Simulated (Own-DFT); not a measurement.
Si2SnGe5 (diamond-structure random alloy, strained, atoms displaced), Si4SnGe11 (diamond-structure random alloy, strained, atoms displaced) (calculated)

Computed with Own-DFT development build. A calculation, not a measurement: plane-wave density functional theory by an unreviewed code, no spin, of a simulated periodic cell, stress positive in tension, run twice, with PBE and with PBEsol, both on files made for PBE, so the change isn't that of files made for PBEsol, forces on such cells moved up to 12 meV/angstrom on a denser k mesh; the far tail of each file's local potential was reset to the Coulomb form; each entry is a single point on an unrelaxed cell, so the pressure reflects the starting lattice, mostly measured values (interpolated for alloys), from which strain is counted, and rises with the displacements; printed positions are rounded, which can move forces by about a meV/angstrom; the program, named Own-DFT, is a retired in-house code; no spin-orbit coupling; stress was not checked against mesh or cutoff.

Settings shared by all entries: functional PBE, then PBEsol; potential files PseudoDojo norm-conserving, scalar-relativistic, standard set; wave cutoff 49 hartree; occupations Fermi-Dirac; smearing width 0.1 eV; k mesh 3 x 3 x 3 centred on Gamma.

(1) Si2SnGe5 (diamond-structure random alloy, strained, atoms displaced)

```
Si2SnGe5
1.0
     11.1535     0.0000     0.0000
      0.0000    11.1535     0.0000
      0.0000     0.0000    11.4103
Ge Si Ge Si Ge Si Ge Si Ge Si Ge Si Ge Si Ge Si Ge Si Ge Si Ge Si Sn Ge Sn Ge Sn Ge Si Ge Si Ge Sn Ge Sn Ge Si
6 1 2 1 1 1 3 1 1 2 2 1 1 1 1 2 3 1 6 1 1 1 3 1 1 1 1 4 1 2 1 3 1 1 2 1 1
Direct
  0.00399 0.99296 0.99990
  0.00807 0.24844 0.25091
  0.25175 0.99341 0.24568
  0.25270 0.25160 0.00195
  0.12097 0.13008 0.12476
  0.12531 0.37477 0.37746
  0.37614 0.12973 0.38181
  0.37864 0.37230 0.12718
  0.00264 0.00700 0.50982
  0.00264 0.25064 0.74810
  0.24426 0.99839 0.74688
  0.25422 0.24818 0.49517
  0.13214 0.12557 0.61637
  0.12418 0.37726 0.87671
  0.37735 0.12726 0.87008
  0.37700 0.36502 0.63008
  0.00216 0.49815 0.00029
  0.99793 0.74274 0.24829
  0.24770 0.50612 0.25314
  0.24880 0.75007 0.00641
  0.12388 0.62270 0.12492
  0.12833 0.87778 0.37834
  0.37361 0.62387 0.37616
  0.37454 0.87804 0.12369
  0.99576 0.50448 0.49574
  0.99746 0.74577 0.75278
  0.25397 0.50351 0.74975
  0.26103 0.75878 0.50369
  0.12406 0.62340 0.62276
  0.12150 0.86825 0.87811
  0.37800 0.62526 0.87422
  0.37317 0.88299 0.61965
  0.49658 0.00793 0.99890
  0.49796 0.24756 0.25276
  0.75415 0.00345 0.25096
  0.75043 0.25473 0.99808
  0.62396 0.12740 0.12337
  0.62595 0.38020 0.37088
  0.87971 0.12348 0.37446
  0.86638 0.37635 0.12255
  0.49555 0.00295 0.49684
  0.48880 0.24946 0.75876
  0.75510 0.99527 0.75180
  0.74514 0.25037 0.50950
  0.61975 0.11841 0.62338
  0.62475 0.37678 0.86609
  0.87059 0.12219 0.86951
  0.87071 0.37659 0.62814
  0.49748 0.50121 0.00276
  0.49848 0.74170 0.23963
  0.75790 0.50218 0.25056
  0.75030 0.74776 0.99352
  0.62589 0.62208 0.12639
  0.62280 0.87743 0.37342
  0.87453 0.62768 0.37121
  0.87427 0.88039 0.13481
  0.49526 0.50149 0.50091
  0.49504 0.75084 0.75041
  0.74995 0.49807 0.74442
  0.74909 0.74948 0.50080
  0.62224 0.62786 0.62576
  0.62436 0.88199 0.88032
  0.87332 0.63357 0.87949
  0.86893 0.88123 0.62768
```

```
PBE pressure                                      : 9.27 GPa
PBE stress xx                                     : -9.85 GPa
PBE stress yy                                     : -9.81 GPa
PBE stress zz                                     : -8.13 GPa
PBE stress yz                                     : -0.48 GPa
PBE stress xz                                     : 0.39 GPa
PBE stress xy                                     : -0.48 GPa
PBEsol pressure                                   : 6.4 GPa
PBEsol stress xx                                  : -6.98 GPa
PBEsol stress yy                                  : -6.95 GPa
PBEsol stress zz                                  : -5.28 GPa
PBEsol stress yz                                  : -0.45 GPa
PBEsol stress xz                                  : 0.38 GPa
PBEsol stress xy                                  : -0.45 GPa
rms change of force components from PBE to PBEsol : 0.056 eV/Å
```

Force:
```tsv
force element	PBE force x (eV/Å)	PBE force y (eV/Å)	PBE force z (eV/Å)	PBEsol force x (eV/Å)	PBEsol force y (eV/Å)	PBEsol force z (eV/Å)
Ge	-0.139	0.365	1.011	-0.136	0.354	0.983
Ge	-1.646	0.921	-0.137	-1.565	0.855	-0.109
Ge	-0.252	1.169	0.925	-0.271	1.172	0.88
Ge	-0.312	-0.21	-0.275	-0.304	-0.201	-0.263
Ge	1.056	-1.18	-0.574	1.026	-1.14	-0.553
Ge	0.623	0.467	-0.104	0.534	0.45	-0.11
Si	-1.824	0.703	-2.514	-1.74	0.643	-2.525
Ge	-0.843	0.827	0.484	-0.784	0.768	0.432
Ge	-0.676	-1.668	-1.232	-0.641	-1.547	-1.193
Si	0.956	0.757	-0.907	0.934	0.744	-0.887
Ge	0.173	-0.037	0.709	0.186	-0.03	0.666
Si	0.116	0.785	0.585	0.025	0.78	0.587
Ge	-0.058	1.359	1.217	-0.076	1.236	1.185
Ge	0.598	-0.215	-1.004	0.576	-0.2	-0.901
Ge	-3.742	-2.983	2.946	-3.626	-2.893	2.876
Si	-2.396	2.573	-2.331	-2.286	2.525	-2.279
Ge	-1.103	0.093	0.287	-1.028	0.116	0.25
Si	0.45	1.098	0.813	0.462	1.089	0.715
Si	0.18	-0.903	-0.216	0.176	-0.883	-0.212
Ge	0.838	-0.145	-0.726	0.745	-0.144	-0.707
Ge	-0.022	-0.032	0.625	-0.023	-0.026	0.525
Si	-0.674	-0.663	-0.219	-0.626	-0.613	-0.186
Ge	-0.251	0.285	-0.377	-0.2	0.314	-0.321
Si	0.479	-0.411	-0.283	0.463	-0.402	-0.277
Ge	-0.206	-0.43	0.171	-0.164	-0.452	0.202
Si	-0.123	0.766	-0.938	-0.097	0.72	-0.889
Si	-0.016	-0.566	-0.054	-0.082	-0.562	-0.062
Ge	-1.859	-1.016	-0.991	-1.758	-1	-0.93
Ge	0.47	0.554	0.474	0.451	0.532	0.403
Ge	0.358	-0.236	-0.807	0.37	-0.19	-0.734
Si	-0.836	-0.029	0.258	-0.776	0.015	0.293
Ge	-0.614	-1.327	2.693	-0.611	-1.305	2.607
Ge	-1.252	0.291	1.599	-1.176	0.317	1.511
Ge	0.6	0.294	0.56	0.589	0.29	0.466
Ge	-1.022	0.255	0.308	-0.979	0.24	0.295
Ge	-1.121	0.676	0.686	-1.131	0.613	0.623
Ge	0.295	0.167	0.335	0.278	0.166	0.319
Si	-0.052	-0.392	0.658	-0.054	-0.381	0.642
Ge	-0.251	0.799	0.724	-0.238	0.768	0.699
Si	1.565	-0.197	0.367	1.531	-0.188	0.355
Sn	-1.071	-1.808	-2.479	-0.998	-1.826	-2.353
Sn	2.227	1.506	-1.222	2.227	1.408	-1.13
Sn	-1.118	-1.192	-2.693	-1.162	-1.103	-2.564
Ge	1.126	1.323	-2.61	1.119	1.265	-2.493
Sn	1.458	2.279	1.388	1.435	2.231	1.355
Ge	-0.372	0.095	3.255	-0.36	0.083	3.166
Sn	3.802	3.062	3.112	3.661	2.95	3.075
Ge	2.848	-1.929	-1.832	2.72	-1.847	-1.809
Ge	0.392	-0.181	-0.75	0.417	-0.21	-0.685
Ge	-0.293	1.31	0.923	-0.248	1.23	0.924
Ge	-0.737	-0.344	0.186	-0.761	-0.304	0.147
Si	0.317	0.015	2.694	0.311	0.009	2.641
Ge	1.009	0.059	-1.027	0.934	0.031	-0.961
Ge	0.907	-1.534	-1.527	0.89	-1.487	-1.474
Si	0.256	0.399	0.315	0.196	0.342	0.355
Ge	0.395	-1.668	-1.302	0.376	-1.549	-1.268
Ge	-0.5	-1.982	-0.887	-0.482	-1.857	-0.865
Ge	-1.605	0.865	0.524	-1.516	0.874	0.47
Sn	1.479	0.645	2.686	1.43	0.609	2.612
Ge	1.497	1.495	-1.415	1.384	1.454	-1.366
Sn	-1.599	1.156	-1.362	-1.561	1.134	-1.332
Sn	-1.874	-2.626	1.246	-1.871	-2.508	1.164
Ge	1.057	-0.635	-0.002	1.037	-0.686	-0.012
Si	2.934	-2.875	-1.972	2.85	-2.791	-1.97
```

(2) Si4SnGe11 (diamond-structure random alloy, strained, atoms displaced)

```
Si4SnGe11
1.0
     10.9672     0.0000     0.0000
      0.0000    10.9672     0.0000
      0.0000     0.0000    11.3064
Ge Si Ge Si Ge Sn Ge Si Sn Ge Si Ge Si Ge Si Ge Si Ge Sn Ge Si Ge Si Ge Sn Ge
2 1 7 2 1 1 3 1 1 2 1 5 1 5 1 3 4 6 1 2 2 1 3 1 1 6
Direct
  0.00268 0.99814 0.99943
  0.99667 0.24784 0.25438
  0.25727 0.00523 0.25210
  0.24959 0.25598 0.99927
  0.13230 0.12690 0.11996
  0.11854 0.37112 0.37887
  0.37401 0.12675 0.38009
  0.37187 0.36786 0.12166
  0.99595 0.99860 0.49537
  0.99795 0.24689 0.74211
  0.24891 0.00276 0.74191
  0.25637 0.24683 0.49563
  0.12528 0.12445 0.61604
  0.13114 0.38183 0.87656
  0.36919 0.12329 0.87775
  0.37179 0.37123 0.62749
  0.00563 0.50694 0.00662
  0.00388 0.74895 0.25648
  0.24834 0.49848 0.24394
  0.25155 0.75403 0.00375
  0.12613 0.63018 0.12328
  0.13255 0.87800 0.36999
  0.38030 0.61979 0.37853
  0.37133 0.87758 0.12966
  0.99285 0.50285 0.50556
  0.99812 0.75216 0.75725
  0.24919 0.50141 0.75955
  0.25150 0.75905 0.50710
  0.12293 0.62159 0.62349
  0.13105 0.87700 0.88422
  0.37978 0.62008 0.87878
  0.37505 0.87433 0.63045
  0.49597 0.99376 0.00133
  0.49408 0.24683 0.24628
  0.74362 0.99970 0.25899
  0.74676 0.24736 0.99736
  0.61707 0.12045 0.12216
  0.62663 0.37589 0.37443
  0.87516 0.12938 0.37609
  0.87908 0.37587 0.12453
  0.49193 0.99561 0.49767
  0.49705 0.24923 0.74767
  0.74346 0.99375 0.74586
  0.75032 0.25014 0.50300
  0.62245 0.12536 0.62432
  0.62785 0.37453 0.87274
  0.87911 0.12544 0.88827
  0.86739 0.37489 0.62539
  0.50251 0.50660 0.99946
  0.49598 0.74540 0.24650
  0.75439 0.50523 0.25652
  0.74758 0.75537 0.99242
  0.62339 0.62257 0.12625
  0.61626 0.87631 0.37922
  0.87132 0.62584 0.37835
  0.87539 0.86788 0.11670
  0.50191 0.50271 0.49792
  0.50522 0.75629 0.75083
  0.75512 0.50068 0.74439
  0.75088 0.74288 0.50878
  0.63306 0.62961 0.62963
  0.62434 0.87085 0.87813
  0.86942 0.62264 0.87128
  0.87669 0.87161 0.63966
```

```
PBE pressure                                      : 10.07 GPa
PBE stress xx                                     : -10.83 GPa
PBE stress yy                                     : -10.92 GPa
PBE stress zz                                     : -8.44 GPa
PBE stress yz                                     : 0.13 GPa
PBE stress xz                                     : -0.59 GPa
PBE stress xy                                     : 0.6 GPa
PBEsol pressure                                   : 7.06 GPa
PBEsol stress xx                                  : -7.82 GPa
PBEsol stress yy                                  : -7.91 GPa
PBEsol stress zz                                  : -5.46 GPa
PBEsol stress yz                                  : 0.11 GPa
PBEsol stress xz                                  : -0.57 GPa
PBEsol stress xy                                  : 0.56 GPa
rms change of force components from PBE to PBEsol : 0.055 eV/Å
```

Force:
```tsv
force element	PBE force x (eV/Å)	PBE force y (eV/Å)	PBE force z (eV/Å)	PBEsol force x (eV/Å)	PBEsol force y (eV/Å)	PBEsol force z (eV/Å)
Ge	-0.062	-0.254	1.259	-0.022	-0.202	1.172
Ge	0.097	-0.098	-1.076	0.17	-0.073	-1.04
Si	-1.015	-0.022	-0.065	-0.946	0.03	-0.111
Ge	1.089	-2.099	0.63	1.065	-2.036	0.624
Ge	-0.583	-0.473	1.31	-0.584	-0.424	1.224
Ge	0.122	-0.195	0.988	0.083	-0.167	0.918
Ge	0.802	-0.357	-0.902	0.782	-0.353	-0.886
Ge	2.286	-0.037	-0.411	2.16	-0.008	-0.444
Ge	0.087	-0.555	-0.103	0.095	-0.525	-0.025
Ge	0.905	-1.451	1.653	0.877	-1.406	1.603
Si	-0.389	-0.051	1.061	-0.38	-0.051	1.042
Si	-1.318	0.98	0.781	-1.296	0.963	0.762
Ge	0.407	-0.065	0.076	0.319	-0.063	0.077
Sn	-3.206	-1.735	-0.01	-3.098	-1.679	0.001
Ge	0.189	-0.306	-0.741	0.213	-0.26	-0.68
Ge	-0.133	0.793	-0.705	-0.089	0.795	-0.633
Ge	-2.255	0.146	0.152	-2.136	0.175	0.113
Si	-0.695	0.35	-0.489	-0.647	0.305	-0.524
Sn	-0.102	-0.285	1.43	-0.097	-0.279	1.377
Ge	0.567	-0.648	-0.25	0.535	-0.623	-0.234
Ge	-1.167	1.738	0.146	-1.093	1.643	0.09
Si	-0.262	-0.145	0.425	-0.285	-0.105	0.456
Ge	-0.906	1.947	0.591	-0.836	1.861	0.543
Ge	0.182	-0.109	0.34	0.221	-0.156	0.276
Ge	1.203	0.73	-2.07	1.203	0.671	-1.965
Ge	1.413	-0.712	0.394	1.343	-0.694	0.377
Ge	2.218	2.08	-3.422	2.16	2.016	-3.317
Si	-0.429	-1.106	-1.184	-0.38	-1.119	-1.112
Ge	0.663	1.287	0.511	0.604	1.21	0.535
Ge	0.046	0.331	-2.036	0.011	0.291	-1.929
Ge	-1.198	0.892	0.15	-1.164	0.854	0.154
Ge	-1.4	1.813	-1.647	-1.312	1.727	-1.557
Ge	-0.107	0.265	-0.488	-0.099	0.26	-0.466
Si	0.93	0.486	0.666	0.871	0.442	0.614
Ge	0.768	-0.301	-0.833	0.714	-0.256	-0.853
Ge	0.221	0.763	1.321	0.194	0.704	1.234
Ge	0.471	0.423	0.815	0.478	0.367	0.751
Si	-0.283	-0.335	-0.69	-0.286	-0.335	-0.594
Si	-0.713	-0.721	0.089	-0.697	-0.703	0.096
Si	-0.803	0.303	0.522	-0.746	0.261	0.475
Si	0.713	0.32	0.544	0.642	0.364	0.587
Ge	0.198	-0.241	0.86	0.196	-0.224	0.83
Ge	0.435	1.344	1.407	0.423	1.284	1.362
Ge	-1.835	-1.585	-2.631	-1.782	-1.533	-2.475
Ge	-0.565	-0.812	-0.666	-0.513	-0.755	-0.605
Ge	-0.429	0.497	-0.308	-0.415	0.478	-0.302
Ge	-0.461	-0.356	-2.367	-0.444	-0.345	-2.291
Sn	1.479	-0.702	-0.29	1.443	-0.68	-0.282
Ge	0.219	-2.077	0.496	0.205	-2.004	0.473
Ge	0.515	0.742	0.9	0.468	0.68	0.836
Si	-0.16	-1.078	-0.788	-0.201	-1.031	-0.824
Si	0.589	-1.358	1.253	0.523	-1.372	1.162
Ge	1.528	0.725	0.058	1.39	0.71	0.046
Si	0.374	-0.927	0.098	0.413	-0.957	0.041
Si	0.767	0.489	-0.367	0.762	0.489	-0.254
Si	-0.018	0.277	1.561	0.006	0.343	1.534
Ge	0.899	-1.042	1.18	0.833	-0.971	1.163
Sn	-1.061	-1.819	0.064	-1.021	-1.767	0.066
Ge	-2.456	1.326	2.61	-2.388	1.306	2.54
Ge	0.569	1.947	-1.618	0.536	1.878	-1.474
Ge	-0.653	-2.135	-0.959	-0.607	-2.065	-0.933
Ge	1.337	2.377	1.56	1.249	2.351	1.456
Ge	0.413	0.461	1.299	0.434	0.424	1.203
Ge	-0.038	0.358	-2.081	-0.053	0.336	-2
```
